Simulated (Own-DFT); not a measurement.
# Point defects and the pressure they add: wurtzite GaN

No measurement is shown. These are fixed-geometry runs of a retired plane-wave code named Own-DFT, which no person has reviewed; spin and spin-orbit coupling are neglected.

Method: PBE; PseudoDojo norm-conserving scalar-relativistic files; cutoff 42 hartree; 4 x 4 x 3 k mesh centred on Gamma; Fermi-Dirac smearing of 0.1 eV.

Keep in mind (not all hold for every row): not probed for a lower state with spin; forces not confirmed at this smearing and k mesh; stress not checked against mesh or cutoff.

All runs share one cell, with vectors in Å (9.567, 0.000, 0.000); (-4.784, 8.285, 0.000); (0.000, 0.000, 10.370) and a volume of 822.0 Å³. Atoms were moved at random from their sites; u is the rms move along one axis. The defect's site can differ from row to row.

| cell | formula | u (Å) | P (GPa) |
|---|---|---|---|
| no defect | Ga36N36 | 0.0195 | 5.89 |
| no defect | Ga36N36 | 0.0203 | 5.90 |
| no defect | Ga36N36 | 0.0488 | 7.29 |
| one Ga on an N site | Ga37N35 | 0.0301 | ? |
| one Ga on an N site | Ga37N35 | 0.0303 | 12.24 |
| one Ga on an N site | Ga37N35 | 0.0500 | 13.41 |
| one Ga on an N site | Ga37N35 | 0.0515 | 13.18 |
| one N on a Ga site | Ga35N37 | 0.0266 | 5.25 |
| one N on a Ga site | Ga35N37 | 0.0287 | 5.28 |
| one N on a Ga site | Ga35N37 | 0.0508 | 6.82 |

## What the rows give

P = P0 + c u² + a shift for each defect gives P0 = 5.59 GPa, c = 730 ± 59 GPa/Å² and a scatter of 0.15 GPa. The shifts, and each times the cell's volume:

- one Ga on an N site: 5.88 ± 0.14 GPa, 30.1 eV
- one N on a Ga site: -0.80 ± 0.12 GPa, -4.1 eV

Against the defect-free cell, a freed cell would be larger where the shift is positive and smaller where it is negative (160.2 GPa Å³ is 1 eV). The atoms around the defects weren't relaxed, which would change these numbers.

## The run left out

Asked: what pressure belongs in the blank (one Ga on an N site, u = 0.0301 Å)?

The fitted form gives 12.13 ± 0.19 GPa. The run itself gave 12.11 GPa.
